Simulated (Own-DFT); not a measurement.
# Reading a pressure off an energy slope: alpha-quartz SiO2, 70 atoms (O46Si24), with two O vacancies

Calculated, not measured. Each geometry was run twice at fixed positions with Own-DFT, a retired in-house plane-wave program that no person has reviewed: with PBE, and with HSE06 (exact exchange share 0.25 at short range, screening 0.11 per bohr, Gygi-Baldereschi treatment of its divergence). Both used PseudoDojo norm-conserving files made for PBE, a cutoff of 48 hartree, the Gamma point alone, fixed occupations, a neutral cell and no spin. The unstrained cell is 8.5 Å across at its thinnest, so Gamma alone is coarse and defects feel their images. The oxygen file's force components were 24 meV/Å off all-electron values in a glass.

Unstrained cell vectors in Å: (9.827, 0.000, 0.000); (-4.913, 8.510, 0.000); (0.000, 0.000, 10.810), volume V0 = 904.1 Å³, from measured lattice constants. Each geometry has its own random strain of a few per cent, its own defect sites and random moves of rms u per axis. HSE06 gave the energy alone. D is its energy less that of PBE, over the lowest D shown. The PBE stress wasn't checked against mesh or cutoff.

```
run,V - V0 (Å³),u (Å),P with PBE (GPa),D (eV)
1,33.9,0.0308,0.71,1.739
2,20.9,0.0296,2.61,1.423
3,16.0,0.0320,4.29,1.254
4,-7.5,0.0338,8.63,0.705
5,10.3,0.0324,4.88,1.187
6,-23.1,0.0296,13.17,0.249
7,-30.9,0.0321,14.86,0.101
8,-22.3,0.0316,13.17,0.238
9,-31.0,0.0286,14.78,0.000
10,-1.3,0.0274,8.10,0.750
11,-27.8,0.0311,13.63,0.242
12,-24.4,0.0319,14.37,0.086
13,-14.4,0.0295,11.16,0.419
14,3.1,0.0296,7.07,?
```

## What the rows give

D = 0.85 + 0.0264 (V - V0) eV, with an error of 0.0009 on the volume slope and a scatter of 0.07 eV. Pressure is -dE/dV, and 1 eV/Å³ is 160.2 GPa, so HSE06 changes the pressure by -4.2 ± 0.1 GPa. Turning this into a change of volume would need the relaxed stiffness: quartz yields by tilting its tetrahedra, which these fixed-ion runs don't allow.

## Test on the hidden row

Question: what D should run 14 give?

From the fit: 0.93 eV, with rows scattering by 0.07. The run itself gave 0.956 eV.
